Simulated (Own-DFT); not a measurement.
# A pressure from energies alone: monoclinic HfO2, 94 atoms (Hf32O62), with two O vacancies

These are calculations. Each geometry was run twice at fixed positions with Own-DFT, a retired in-house plane-wave program that no person has reviewed: with PBE, and with HSE06 (exact exchange share 0.25 at short range, screening 0.11 per bohr, Gygi-Baldereschi treatment of its divergence). Both used PseudoDojo norm-conserving files made for PBE, a cutoff of 48 hartree, the Gamma point alone, fixed occupations, a neutral cell and no spin. With Gamma alone and a thickness of 10.1 Å, finite-size errors remain in every number. The hafnium file keeps the 4f electrons in the core, and its forces lie about 75 meV/Å off all-electron values. The oxygen file's force components were 24 meV/Å off all-electron values in a glass.

Unstrained cell vectors in Å: (10.234, 0.000, 0.000); (0.000, 10.350, 0.000); (-1.695, 0.000, 10.445), volume V0 = 1106.4 Å³, from measured lattice constants. Each geometry has its own random strain of a few per cent, its own defect sites and random moves of rms u per axis. HSE06 gave the energy alone. D is its energy less that of PBE, over the lowest D shown. The PBE stress wasn't checked against mesh or cutoff.

| run | V - V0 (Å³) | u (Å) | P with PBE (GPa) | D (eV) |
|---|---|---|---|---|
| 1 | -25.4 | 0.0502 | 11.03 | 0.580 |
| 2 | -3.9 | 0.0284 | 4.22 | 0.847 |
| 3 | 42.5 | 0.0303 | -4.65 | 1.903 |
| 4 | -10.0 | 0.0464 | 6.28 | 0.944 |
| 5 | -15.6 | 0.0502 | 8.53 | 0.913 |
| 6 | -13.5 | 0.0479 | 8.68 | 0.730 |
| 7 | -36.3 | 0.0301 | 12.33 | 0.000 |
| 8 | -9.6 | 0.0484 | 8.46 | 0.793 |
| 9 | 19.9 | 0.0297 | -0.38 | 1.370 |
| 10 | -18.0 | 0.0489 | 10.53 | 0.522 |
| 11 | -29.0 | 0.0520 | 13.21 | ? |

## Working it out

D = 0.77 + 0.0239 (V - V0) + 146 u² eV, with an error of 0.0018 on the volume slope, 51 on the last term and a scatter of 0.10 eV. Pressure is -dE/dV, and 1 eV/Å³ is 160.2 GPa, so HSE06 changes the pressure by -3.8 ± 0.3 GPa. With the ions held to the strained lattice, the PBE pressure falls by 238 ± 15 GPa per unit of volume strain; the shape of the strain isn't fitted, so the true error is larger, and a relaxed crystal would be softer. On that slope HSE06's volume at a given pressure is about 1.6 % smaller, or 0.5 % in lengths. At u = 0 and V0 the PBE pressure is 3.1 GPa, which puts the zero-pressure volume, against the measured cell and with the defects in, at +1.3 % for PBE and -0.3 % for HSE06, each good to a few tenths of a per cent.

## Prediction

Question: what D should run 11 give?

From the fit: 0.47 eV, with rows scattering by 0.10. DFT gave 0.396 eV.
